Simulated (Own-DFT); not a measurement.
# Stretching a layer in its plane: wurtzite AlGaN with randomly placed atoms, 72 atoms (Al9Ga27N36)

The numbers are computed, not measured, by runs of the plane-wave DFT program Own-DFT (in-house, retired, unreviewed) at fixed positions, with no spin and no spin-orbit coupling.

Settings: PBEsol; PseudoDojo norm-conserving scalar-relativistic files, made for PBE; cutoff 42 hartree; 4 x 4 x 3 k mesh centred on Gamma; Fermi-Dirac smearing of 0.1 eV.

Caveats: forces on such cells passed a denser k mesh, each cell not checked; stress not checked against mesh or cutoff.

Unstrained cell vectors in Å: (9.509, 0.000, 0.000); (-4.755, 8.235, 0.000); (0.000, 0.000, 10.268). The unstrained cell has measured lattice constants (interpolated for alloys), not those of this functional. That, the random moves and any unrelaxed bonds set the pressure at no strain. Each run strains x and y alike by e, as a substrate would, and holds the height along z. Random moves of width 0.05 Å per axis were added to every atom. The random placing of the alloy's atoms differs from row to row. Stress is positive in tension.

```
e (%),u (Å),(s_xx + s_yy)/2 (GPa),s_zz (GPa)
-2.50,0.050,-17.73,-5.50
-1.75,0.054,-13.05,-6.09
-1.50,0.052,-10.08,-6.65
-1.25,0.055,-11.28,-4.06
-0.50,0.045,-4.05,-5.01
1.00,0.051,2.20,-1.50
1.25,0.051,?,?
1.50,0.054,4.46,-1.09
1.75,0.056,5.57,-1.18
2.25,0.047,8.44,-0.13
```

## Analysis

With e as a fraction, the in-plane stress is -2.5 + 533 e - 3018 e² GPa (errors 20 and 1862, scatter 1.00), and s_zz is -3.3 + 134 e GPa (slope ± 18, scatter 0.89). At e = 0 the first slope is C11 + C12 and the second 2 C13, both with the ions held to the strained lattice and at the cell's own pressure. A free layer would change its height as e changes, and the in-plane slope would drop by 2 C13²/C33 to the biaxial modulus. At fixed height, a misfit of 1 % moves the in-plane stress by about 5.3 GPa and s_zz by 1.3 GPa.

## Withheld run

Q: what are the two stresses at e = 1.25 %?

Estimate: 3.7 and -1.6 GPa. The calculation gave 3.57 and -1.61 GPa.
